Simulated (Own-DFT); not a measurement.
# Energy and forces against displacement in 3C SiC, 64 atoms (C32Si32)

These are calculations, not measurements. They come from Own-DFT, an in-house plane-wave density functional program, since retired, whose code no person has reviewed. Each row is one single-point run on a periodic cell that was not relaxed, without spin or spin-orbit coupling.

Settings of every run: PBE; PseudoDojo norm-conserving scalar-relativistic files; cutoff 42 hartree; 4 x 4 x 4 k mesh centred on Gamma; Fermi-Dirac smearing of 0.1 eV.

Known limits, some of them of some rows only: some atoms lie very close together; forces on such cells passed a denser k mesh, each cell not checked; stress not checked against mesh or cutoff.

Cell vectors in Å: (8.719, 0.000, 0.000); (0.000, 8.719, 0.000); (0.000, 0.000, 8.719). In each run every atom was moved at random and independently from its ideal site; u is the rms move along one axis. E is the free energy for each atom above the fitted value at u = 0, and F the rms of the force components.

```
run   u (Å)  E (meV/atom)  F (eV/Å)  largest force (eV/Å)  P (GPa)
  1  0.0290          31.6     0.825                  2.59     3.75
  2  0.0303          33.8     0.893                  3.48     3.84
  3  0.0311          36.1     0.916                  3.46     3.86
  4  0.0555         120.4     1.696                  5.58     6.14
  5  0.0609             ?         ?                     ?        ?
  6  0.0933         309.6     2.815                 12.99    10.96
  7  0.1056         425.8     3.414                 14.62    13.64
  8  0.1477         783.3     4.802                 19.72    21.67
```

## Worked fit

For small independent moves the energy grows as E = (3/2) K u², with K the mean stiffness felt by one atom. The runs with u up to 0.11 Å give K = 24.9 ± 0.6 eV/Å², with residuals divided by u² + 0.0006 Å², since the noise grows with the moves. The scatter is 3.6 meV/atom at u = 0.05 Å. The forces follow F = G u with G = 30.1 eV/Å²; no force at u = 0 is resolved. G exceeds K because the moves of its neighbours add to the force on an atom, and stiffness differs between atoms. At u = 0.148 Å the parabola gives 816 meV/atom and the run 783. The pressure follows P = 3.00 + 942 u² GPa: at fixed volume, shortened bonds push harder than stretched ones pull.

## Withheld run

Question: what energy and rms force should run 5 give?

The fit gives 139 ± 6 meV/atom and about 1.83 eV/Å. The calculation gave 155.2 meV/atom and 2.086 eV/Å.
